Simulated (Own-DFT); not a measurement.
# What a defect does to the pressure of its cell: 4H SiC

Everything here is calculated. The program is Own-DFT (plane waves, in-house, since retired, never reviewed by a person); positions were held fixed, and spin and spin-orbit coupling were off.

Method: PBE; PseudoDojo norm-conserving scalar-relativistic files; cutoff 42 hartree; 4 x 4 x 3 k mesh centred on Gamma; Fermi-Dirac smearing of 0.1 eV.

Limits (not all hold for every row): not probed for a lower state with spin; forces on such cells failed a check on a denser k mesh; forces on such cells passed a denser k mesh, each cell not checked; stress not checked against mesh or cutoff.

All runs share one cell, with vectors in Å (9.248, 0.000, 0.000); (-4.624, 8.009, 0.000); (0.000, 0.000, 10.068) and a volume of 745.7 Å³. u is the rms random offset of the atoms per axis. The defect's site can differ from row to row.

| cell | formula | u (Å) | P (GPa) |
|---|---|---|---|
| no defect | C36Si36 | 0.0303 | 3.78 |
| no defect | C36Si36 | 0.0303 | 3.65 |
| no defect | C36Si36 | 0.0583 | 6.14 |
| one C vacancy | C35Si36 | 0.0294 | 3.60 |
| one C vacancy | C35Si36 | 0.0301 | 3.85 |
| one C vacancy | C35Si36 | 0.0475 | ? |
| one C vacancy | C35Si36 | 0.0508 | 5.25 |
| two Al on a Si site each | Al2C36Si34 | 0.0331 | 5.85 |
| two Al on a Si site each | Al2C36Si34 | 0.0499 | 6.89 |
| two Al on a Si site each | Al2C36Si34 | 0.0501 | 7.72 |
| two N on a C site each | C34N2Si36 | 0.0287 | 2.74 |
| two N on a C site each | C34N2Si36 | 0.0292 | 2.60 |
| two N on a C site each | C34N2Si36 | 0.0507 | 4.39 |
| one Al on a Si site and one N on a C site | AlC35NSi35 | 0.0497 | 5.01 |
| one Al on a Si site and one N on a C site | AlC35NSi35 | 0.0501 | 5.61 |
| one Al on a Si site and one N on a C site | AlC35NSi35 | 0.0503 | 4.91 |

## Working it out

P = P0 + c u² + a shift for each defect gives P0 = 2.82 GPa, c = 973 ± 89 GPa/Å² and a scatter of 0.27 GPa. The shifts, and each times the cell's volume:

- two Al on a Si site each: 2.02 ± 0.22 GPa, 9.4 eV (4.7 eV for each of its 2 sites)
- one C vacancy: 0.00 ± 0.22 GPa, 0.0 eV (not resolved)
- one Al on a Si site and one N on a C site: -0.08 ± 0.23 GPa, -0.4 eV (not resolved)
- two N on a C site each: -0.96 ± 0.22 GPa, -4.5 eV (-2.2 eV for each of its 2 sites)

Positive is outwards. The product with the volume (160.2 GPa Å³ to the eV) is nearly free of the cell's size; divided by the bulk modulus at the cell's pressure it gives the volume that the defect adds. The atoms around the defects weren't relaxed, which would change these numbers.

## Test on the hidden row

Q: what pressure belongs in the blank (one C vacancy, u = 0.0475 Å)?

Estimate: 5.02 ± 0.32 GPa. The hidden result is 4.41 GPa.
